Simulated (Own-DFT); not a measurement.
# Strain and stress in 2H SiC, 32 atoms (C16Si16)

These are calculations, not measurements. They come from Own-DFT, an in-house plane-wave density functional program, since retired, whose code no person has reviewed. Each row is one single-point run on a periodic cell that was not relaxed, without spin or spin-orbit coupling.

Settings of every run: PBE; PseudoDojo norm-conserving scalar-relativistic files; cutoff 42 hartree; 5 x 5 x 3 k mesh centred on Gamma; Fermi-Dirac smearing of 0.1 eV.

Known limits: forces on such cells passed a denser k mesh, each cell not checked; stress not checked against mesh or cutoff.

Unstrained cell vectors in Å: (6.165, 0.000, 0.000); (-3.083, 5.339, 0.000); (0.000, 0.000, 10.068). The unstrained cell has measured lattice constants (interpolated for alloys), not those of this functional. That, the random moves and any unrelaxed bonds set the pressure at no strain. Each run strains this cell uniformly, with the atoms carried along. Every atom was also moved at random, by a Gaussian of width 0.05 Å on each axis. Strain is the symmetric tensor, in per cent. Stress is positive in tension, and the pressure is minus a third of its trace.

```
run,e_xx (%),e_yy (%),e_zz (%),e_yz (%),e_xz (%),e_xy (%),s_xx (GPa),s_yy (GPa),s_zz (GPa),s_yz (GPa),s_xz (GPa),s_xy (GPa),P (GPa),E (meV/atom)
1,0.21,1.37,-1.76,-1.62,0.17,1.23,-3.71,1.99,-16.62,-6.36,0.82,6.99,6.11,43.7
2,1.90,-1.45,-0.91,-0.42,-1.83,1.42,0.95,-8.62,-13.41,-2.07,-7.38,6.83,7.03,60.1
3,1.63,1.19,-1.99,1.93,-0.08,0.64,4.94,1.20,-16.46,6.17,-0.24,2.84,3.44,48.6
4,-0.05,1.51,1.15,0.65,1.71,1.95,-1.45,5.04,-2.93,2.19,6.26,8.40,-0.22,35.5
5,-1.29,-0.55,0.04,0.15,-1.60,-0.80,-11.22,-9.57,-9.33,1.50,-5.32,-5.17,10.04,57.0
6,-1.92,-0.17,-0.35,1.11,1.88,-0.83,-16.49,-9.99,-8.82,6.24,5.29,-0.74,11.77,70.6
7,-0.27,-1.31,0.75,1.73,1.51,0.97,-7.61,-13.10,-2.64,5.48,4.67,6.59,7.78,44.8
8,-1.52,0.90,1.84,1.94,1.80,-0.60,-8.33,1.07,0.86,5.55,4.17,-3.48,2.13,32.0
9,0.77,1.26,1.42,0.59,-1.79,1.75,0.40,4.96,0.62,2.00,-4.97,7.55,-1.99,40.2
10,-1.40,1.61,-0.23,-1.95,1.03,1.49,-13.78,4.68,-7.22,-5.40,3.15,5.69,5.44,34.1
11,0.08,-0.59,-1.92,0.79,0.46,0.44,-6.99,-8.17,-17.30,2.89,1.66,3.46,10.82,31.7
12,1.33,-0.02,0.68,0.47,1.18,-0.03,3.85,-1.82,-3.39,1.84,3.59,-0.09,0.45,10.5
13,-0.39,1.58,0.09,0.77,0.65,-0.87,-5.18,4.18,-4.40,2.48,2.25,-3.48,1.80,0.0
14,1.76,1.67,0.20,-0.07,-1.30,-0.19,5.34,4.05,-1.83,0.00,-5.21,-0.73,-2.52,20.6
15,-0.67,-0.36,-0.26,-1.84,1.69,-1.78,-13.24,-4.73,-10.24,-5.58,5.57,-11.13,9.40,78.1
16,-1.22,-0.25,-1.55,0.67,-0.86,0.43,-15.29,-10.00,-14.45,2.32,-2.05,-1.25,13.25,66.1
17,1.15,0.05,-0.69,1.91,0.41,1.35,1.35,-5.13,-11.78,4.39,0.80,7.11,5.19,77.7
18,1.30,0.09,-1.94,0.43,-1.39,0.73,?,?,?,?,?,?,?,?
```

E is the free energy for each atom above the lowest run shown.

## Worked fit

Each stress component was fitted by least squares to a constant and the strains of the runs shown, as fractions, with shears doubled. Shear strains stay in the fit of a normal stress only where such slopes are resolved. The slopes, in GPa:

```
stress  at no strain  per e_xx  per e_yy  per e_zz  scatter
  s_xx          -5.4  556 ± 37  131 ± 43  113 ± 40     1.81
  s_yy          -4.4  109 ± 36  538 ± 43   91 ± 40     1.79
  s_zz          -7.5   28 ± 32   74 ± 38  499 ± 35     1.57
```

Each shear stress against twice its own strain: yz 159 ± 10, xz 160 ± 9, xy 242 ± 22 GPa. These are stiffnesses along x, y and z of the frame in which the cell vectors are given, which need not be the crystal's axes. The atoms are held to the strained lattice; where symmetry lets them move under strain, relaxing them would lower some slopes. The table should be nearly symmetric about its diagonal, and what it lacks of that shows the noise. A ninth of its sum, 238 ± 6 GPa, estimates the bulk modulus near the mean pressure of these runs, 5.3 GPa, so it lies above the value at zero pressure.

## Withheld run

Question: what normal stresses and pressure should run 18 give?

The fit gives s_xx = -0.2, s_yy = -4.3, s_zz = -16.7 and P = 7.1 GPa. The calculation gave 0.12, 0.00, -19.91 and P = 6.60 GPa.
